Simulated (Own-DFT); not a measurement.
GaN (wurtzite, strained, atoms displaced) (calculated)

All values are calculated (Own-DFT development build). A calculation, not a measurement: plane-wave PBE density functional theory by an unreviewed code, no spin, of a simulated periodic cell, stress positive in tension, free energy of the whole cell less one offset for each atom, forces on such cells passed a denser k mesh, this cell's mesh not checked; offsets are fitted by least squares, one for each functional and potential file, so energies compare only between cells with the same atoms and settings and are not formation energies; the far tail of each file's local potential was reset to the Coulomb form; each entry is a single point on an unrelaxed cell, so the pressure reflects the starting lattice, mostly measured values (interpolated for alloys), from which strain is counted, and rises with the displacements; printed positions are rounded, which can move forces by about a meV/angstrom; the program, named Own-DFT, is a retired in-house code; no spin-orbit coupling.

Common to all runs: functional PBE; potential files PseudoDojo norm-conserving, scalar-relativistic, standard set with the stringent files for Ga; wave cutoff 96 hartree; occupations Gaussian; smearing width 0.01 eV; k mesh 3 x 4 x 3 centred on Gamma.

(1) GaN (wurtzite, strained, atoms displaced)

```
GaN
1.0
     12.7560     0.0000     0.0000
     -4.7835     8.2853     0.0000
      0.0000     0.0000    10.2404
Ga N Ga N Ga N Ga N Ga N Ga N Ga N Ga N Ga N Ga N Ga N Ga N Ga N Ga N Ga N Ga N Ga N Ga N Ga N Ga N Ga N Ga N Ga N Ga N
2 2 2 2 2 2 2 2 2 2 2 2 2 2 2 2 2 2 2 2 2 2 2 2 2 2 2 2 2 2 2 2 2 2 2 2 2 2 2 2 2 2 2 2 2 2 2 2
Direct
  0.08977 0.22110 0.00278
  0.17258 0.11758 0.24656
  0.08743 0.21830 0.18433
  0.16528 0.10729 0.43372
  0.07995 0.21660 0.50526
  0.15620 0.10549 0.75087
  0.08935 0.22926 0.69125
  0.16367 0.11458 0.94572
  0.08784 0.55323 0.99688
  0.16331 0.44573 0.24258
  0.09190 0.56418 0.19082
  0.16949 0.44225 0.43025
  0.08694 0.56867 0.49400
  0.17127 0.45006 0.75616
  0.08333 0.55886 0.68160
  0.17311 0.44647 0.93433
  0.08881 0.88720 0.99973
  0.16898 0.78749 0.25078
  0.09040 0.89305 0.18367
  0.16109 0.76924 0.43425
  0.08204 0.88731 0.51097
  0.16286 0.78409 0.75442
  0.08303 0.88499 0.69504
  0.16473 0.77356 0.93605
  0.34390 0.22767 0.00004
  0.41045 0.11810 0.25335
  0.33390 0.21443 0.19439
  0.41289 0.11362 0.44383
  0.33503 0.21130 0.50039
  0.42292 0.11857 0.75323
  0.32760 0.21942 0.69179
  0.41494 0.10648 0.93889
  0.33121 0.55598 0.00225
  0.41794 0.44911 0.25035
  0.33262 0.55253 0.18293
  0.41327 0.44281 0.43355
  0.33521 0.55988 0.49554
  0.40898 0.43557 0.75001
  0.33834 0.55154 0.68479
  0.41894 0.45514 0.93890
  0.32863 0.88696 0.00093
  0.41409 0.77321 0.25262
  0.32984 0.89203 0.18541
  0.41706 0.78109 0.44768
  0.33931 0.90216 0.49062
  0.40841 0.76519 0.75259
  0.33450 0.89445 0.69818
  0.41854 0.78313 0.93340
  0.58158 0.21962 0.99602
  0.66007 0.11204 0.26142
  0.58455 0.22865 0.18992
  0.67360 0.11237 0.44840
  0.58448 0.21772 0.50395
  0.66710 0.11920 0.75212
  0.57435 0.22064 0.68094
  0.66718 0.10800 0.94158
  0.57028 0.54126 0.99571
  0.66606 0.44606 0.24741
  0.57836 0.55751 0.18234
  0.65759 0.43309 0.44256
  0.58417 0.56114 0.49830
  0.67411 0.44692 0.74630
  0.57938 0.55504 0.68674
  0.66461 0.44836 0.94480
  0.58145 0.89072 0.99504
  0.66997 0.78706 0.24219
  0.58416 0.88522 0.18345
  0.66494 0.77625 0.43484
  0.59222 0.89819 0.49544
  0.66821 0.77627 0.75297
  0.58360 0.89020 0.68368
  0.66841 0.77600 0.93927
  0.82456 0.21396 0.99045
  0.92152 0.11462 0.24647
  0.83439 0.22229 0.18623
  0.90816 0.10202 0.43865
  0.83478 0.22664 0.50201
  0.91148 0.10911 0.74896
  0.84111 0.23172 0.68842
  0.91335 0.10543 0.93647
  0.83999 0.56791 0.98981
  0.90638 0.43733 0.24480
  0.83016 0.55253 0.19326
  0.91802 0.44864 0.43979
  0.83321 0.55986 0.49180
  0.91343 0.43852 0.74971
  0.83329 0.56218 0.69631
  0.92229 0.45300 0.94137
  0.83474 0.88341 0.99242
  0.92013 0.77688 0.25257
  0.83870 0.88984 0.19760
  0.91792 0.78490 0.44168
  0.83692 0.89076 0.50111
  0.91905 0.78079 0.75731
  0.83758 0.89433 0.68228
  0.92371 0.78410 0.94757
```

* free energy of cell above offsets: -3.570 eV
* pressure: 9.6 GPa
* stress xx: -8.31 GPa
* stress yy: -8.27 GPa
* stress zz: -12.23 GPa
* stress yz: 0.34 GPa
* stress xz: -0.27 GPa
* stress xy: 1.32 GPa

Force:
```csv
element,x (eV/Å),y (eV/Å),z (eV/Å)
Ga,-2.42,0.556,-0.748
Ga,-0.69,-1.216,0.479
N,-0.93,0.921,0.827
N,0.154,-0.259,1.311
Ga,0.168,0.937,-1.378
Ga,1.427,0.874,0.765
N,-1.422,-0.578,0.101
N,2.813,-1.069,-1.414
Ga,-0.462,0.129,0.98
Ga,0.983,-0.578,0.949
N,-1.782,-0.459,-1.064
N,-0.884,-0.036,1.004
Ga,1.001,-3.443,0.673
Ga,-0.463,0.16,-2.799
N,0.199,-0.003,1.35
N,-0.847,-0.574,1.567
Ga,-0.257,0.931,0.368
Ga,0.079,-1.142,-0.379
N,-1.208,-0.081,0.876
N,0.224,3.8,0.435
Ga,0.37,0.214,-1.953
Ga,2.604,-1.312,-1.141
N,-1.527,0.871,-0.218
N,0.273,0.15,0.791
Ga,-1.776,-0.275,0.205
Ga,3.549,-1.531,0.154
N,-1.816,2.799,-2.064
N,2.836,-0.1,-1.682
Ga,-3.558,2.579,0.981
Ga,-2.036,-1.455,-0.372
N,0.436,-0.839,-0.063
N,0.301,0.74,0.33
Ga,0.674,1.104,-0.753
Ga,0.002,-0.504,-0.227
N,-0.331,0.349,1.19
N,0.648,-0.22,1.077
Ga,-0.198,-1.194,0.279
Ga,1.114,0.694,-0.413
N,-1.596,0.237,0.228
N,-1.645,-2.35,-0.735
Ga,0.73,-0.226,-0.621
Ga,-0.057,0.495,-0.385
N,1.43,0.288,1.13
N,0.355,0.822,-1.624
Ga,-0.621,-2.776,2.333
Ga,0.515,1.631,-1.778
N,-0.245,-0.447,-1.387
N,-0.498,-0.681,1.604
Ga,0.288,0.554,1.114
Ga,1.12,-0.115,-1.857
N,-0.391,-1.337,0.004
N,-1.614,0.788,-1.154
Ga,-0.489,0.191,-1.564
Ga,0.143,-1.459,-1.135
N,2.374,1.14,2.254
N,-1.855,0.407,-1.276
Ga,2.257,2.746,0.851
Ga,-1.007,0.493,0.343
N,1.018,0.04,0.736
N,0.796,1.366,-0.669
Ga,-0.564,-0.923,0.007
Ga,-2.67,-0.221,0.481
N,0.781,-0.301,0.648
N,1.221,-0.803,-1.322
Ga,0.733,-1.115,0.299
Ga,0.875,-1.204,0.606
N,-1.629,1.212,0.782
N,0.571,0.539,-0.185
Ga,-0.373,-2.2,1.197
Ga,-0.766,0.137,-1.072
N,0.144,0.404,1.246
N,-0.428,-0.223,0.221
Ga,2.326,1.676,1.827
Ga,-0.423,-0.3,0.318
N,-0.567,-0.869,-0.123
N,0.693,1.914,-0.044
Ga,1.379,0.604,-0.495
Ga,1.244,0.541,0.035
N,-1.411,-1.627,0.223
N,0.331,0.791,0.271
Ga,-0.518,-2.01,1.851
Ga,1.802,0.807,0.486
N,0.04,1.089,-1.094
N,-0.382,-0.362,-0.461
Ga,-0.303,-0.467,0.901
Ga,0.791,2.58,0.14
N,1.302,-0.145,-1.183
N,-0.419,-1.313,-0.512
Ga,-1.008,0.793,1.996
Ga,0.196,0.433,-0.474
N,-0.23,-0.04,-1.7
N,0.93,-0.94,-0.053
Ga,-1.339,-0.68,-1.083
Ga,-0.665,0.084,-0.693
N,0.088,-0.787,1.923
N,-0.005,0.178,-1.399
```

(2) GaN (wurtzite, strained, atoms displaced)

```
GaN
1.0
     12.7560     0.0000     0.0000
     -4.7835     8.2853     0.0000
      0.0000     0.0000    10.2404
Ga N Ga N Ga N Ga N Ga N Ga N Ga N Ga N Ga N Ga N Ga N Ga N Ga N Ga N Ga N Ga N Ga N Ga N Ga N Ga N Ga N Ga N Ga N Ga N
2 2 2 2 2 2 2 2 2 2 2 2 2 2 2 2 2 2 2 2 2 2 2 2 2 2 2 2 2 2 2 2 2 2 2 2 2 2 2 2 2 2 2 2 2 2 2 2
Direct
  0.07953 0.21480 0.99785
  0.17097 0.11567 0.25319
  0.08306 0.22189 0.19393
  0.16279 0.10526 0.43586
  0.08172 0.22167 0.48983
  0.15977 0.10778 0.74756
  0.07838 0.21456 0.69323
  0.16147 0.11875 0.93896
  0.08195 0.55746 0.01125
  0.17576 0.44167 0.25456
  0.08440 0.55536 0.18994
  0.16498 0.44557 0.44009
  0.08102 0.55151 0.50408
  0.15663 0.42689 0.75785
  0.08572 0.56095 0.69009
  0.16303 0.44189 0.93324
  0.07897 0.88145 0.00934
  0.15920 0.77094 0.25367
  0.07880 0.88535 0.18655
  0.16142 0.77926 0.43491
  0.08857 0.88941 0.48891
  0.16670 0.77798 0.75732
  0.07328 0.88985 0.69031
  0.17846 0.79413 0.93698
  0.33546 0.22805 0.00227
  0.41876 0.11388 0.25218
  0.32824 0.21526 0.18445
  0.42160 0.10678 0.44397
  0.33284 0.21927 0.49616
  0.42264 0.11868 0.73948
  0.33072 0.21152 0.68816
  0.41691 0.10074 0.94581
  0.33140 0.55170 0.00689
  0.41782 0.43936 0.25389
  0.34055 0.55361 0.19040
  0.41125 0.44181 0.45123
  0.34091 0.56336 0.49965
  0.42544 0.44753 0.74864
  0.32795 0.55841 0.67969
  0.42099 0.44231 0.94114
  0.33138 0.89399 0.00742
  0.41873 0.77558 0.24698
  0.33261 0.88356 0.19008
  0.42029 0.77489 0.43993
  0.33622 0.89660 0.50073
  0.42007 0.77511 0.74744
  0.32902 0.88383 0.68989
  0.42233 0.78060 0.94555
  0.57796 0.21944 0.99889
  0.66634 0.11230 0.25812
  0.58163 0.21654 0.18458
  0.66983 0.11377 0.44330
  0.59323 0.23942 0.49587
  0.66906 0.10249 0.74874
  0.58403 0.21478 0.69087
  0.66519 0.11321 0.93410
  0.58695 0.55929 0.99225
  0.66831 0.44131 0.25052
  0.58938 0.55314 0.18655
  0.65624 0.43639 0.43776
  0.58223 0.55631 0.49357
  0.66816 0.44449 0.74544
  0.58057 0.55405 0.68259
  0.67086 0.43893 0.94433
  0.58999 0.89469 0.99560
  0.66736 0.77613 0.25233
  0.58141 0.88875 0.18646
  0.66827 0.78219 0.44361
  0.58445 0.89372 0.49420
  0.66990 0.78003 0.75663
  0.59599 0.90225 0.68397
  0.67180 0.78478 0.92983
  0.83005 0.21206 0.00106
  0.91906 0.11052 0.25527
  0.82724 0.22839 0.19171
  0.92014 0.11185 0.43790
  0.83497 0.22154 0.49922
  0.91586 0.10581 0.74731
  0.82734 0.20802 0.68465
  0.91137 0.09358 0.94369
  0.83444 0.56050 0.00868
  0.91285 0.43687 0.25534
  0.83188 0.55140 0.17723
  0.91674 0.46071 0.45061
  0.82264 0.55170 0.49653
  0.91734 0.44245 0.75306
  0.82922 0.55334 0.68295
  0.91286 0.43778 0.93940
  0.82775 0.88621 0.00190
  0.91864 0.78128 0.25160
  0.83042 0.88273 0.18472
  0.91496 0.77596 0.44090
  0.83509 0.89514 0.49604
  0.92476 0.77044 0.74422
  0.82559 0.88731 0.68116
  0.91907 0.77061 0.94118
```

- free energy of cell above offsets: -2.672 eV
- pressure: 10.04 GPa
- stress xx: -7.44 GPa
- stress yy: -8.56 GPa
- stress zz: -14.13 GPa
- stress yz: 0.59 GPa
- stress xz: 0.6 GPa
- stress xy: -1.36 GPa

Force:
```csv
element,x (eV/Å),y (eV/Å),z (eV/Å)
Ga,-1.236,1.065,0.961
Ga,-0.819,-1.142,-1.318
N,0.236,0.033,-0.569
N,0.451,1.191,0.544
Ga,0.894,0.513,1.838
Ga,1.378,-0.078,0.811
N,-0.199,0.541,-1.882
N,2.568,-1.453,-0.066
Ga,0.099,-0.1,-2.707
Ga,-1.414,0.525,-0.572
N,0.225,-0.919,1.559
N,0.598,0.035,0.026
Ga,0.106,1.183,0.042
Ga,0.452,2.265,-2.556
N,-0.216,-1.084,0.511
N,0.154,0.27,3.202
Ga,0.445,1.265,-2.629
Ga,1.003,0.736,-1.073
N,0.702,0.777,2.016
N,2.321,-0.845,0.887
Ga,-2.163,-0.466,2.309
Ga,-0.186,0.445,-1.433
N,3.862,1.003,-1.849
N,-1.972,-1.992,1.503
Ga,0.047,-1.688,-1.652
Ga,0.171,-1.089,-0.419
N,0.873,0.869,1.653
N,-0.672,1.865,-1.081
Ga,0.053,-0.481,1.087
Ga,-0.269,-2.09,1.816
N,-1.067,1.239,-0.208
N,-1.48,2.223,-1.644
Ga,0.174,0.614,-1.975
Ga,0.722,0.225,-0.189
N,-0.619,-0.416,0.642
N,1.297,-0.401,-2.254
Ga,-1.697,-0.724,0.219
Ga,-2.484,-1.047,-0.129
N,0.952,-1.062,2.366
N,-0.722,0.763,-0.604
Ga,1.915,-0.929,-0.537
Ga,-0.442,0.438,0.309
N,-0.734,0.208,1.417
N,-0.964,1.16,-0.886
Ga,0.091,-2.293,0.409
Ga,-0.456,0.581,0.589
N,0.668,0.774,-0.311
N,-0.58,-0.856,-0.745
Ga,1.069,0.044,-0.337
Ga,-0.428,-0.671,-1.321
N,-0.074,0.535,1.494
N,-0.417,0.662,-0.479
Ga,0.022,-4.585,2.228
Ga,-1.131,1.946,0.58
N,0.469,1.479,-1
N,0.651,-0.118,0.788
Ga,0.741,-0.393,0.775
Ga,0.113,-0.232,-1.483
N,-1.228,0.115,0.402
N,0.512,3.165,-1.264
Ga,-0.577,0.656,0.851
Ga,-0.214,-0.546,1.246
N,1.339,0.668,0.489
N,-1.302,0.928,-1.374
Ga,-1.057,-0.19,0.494
Ga,-0.577,0.001,-0.298
N,1.292,0.303,0.471
N,0.021,-0.614,-1.27
Ga,0.273,-0.296,1.176
Ga,-0.334,-0.184,-3.803
N,-1.174,-3.56,-0.195
N,-0.532,-1.191,2.828
Ga,-0.341,0.812,-0.253
Ga,-0.997,-0.126,-1.793
N,1.726,-1.658,-0.042
N,-1,0.274,0.048
Ga,-0.088,0.76,0.299
Ga,-0.737,-0.922,0.514
N,1.157,2.094,0.53
N,-0.452,2.4,-0.909
Ga,0.424,-1.227,-4.184
Ga,0.05,1.822,0.01
N,0.375,0.335,5.771
N,0.798,-2.396,-1.79
Ga,0.406,1.271,0.565
Ga,-0.341,-0.403,-0.73
N,0.666,-0.36,0.553
N,0.604,0.407,0.542
Ga,1.888,-1.319,-0.457
Ga,-0.592,-1.171,-0.188
N,-0.009,0.886,1.43
N,-0.245,0.259,-0.647
Ga,0.29,-1.111,0.835
Ga,-3.969,-0.833,1.431
N,1.89,-0.155,0.911
N,-1.026,0.784,-0.874
```
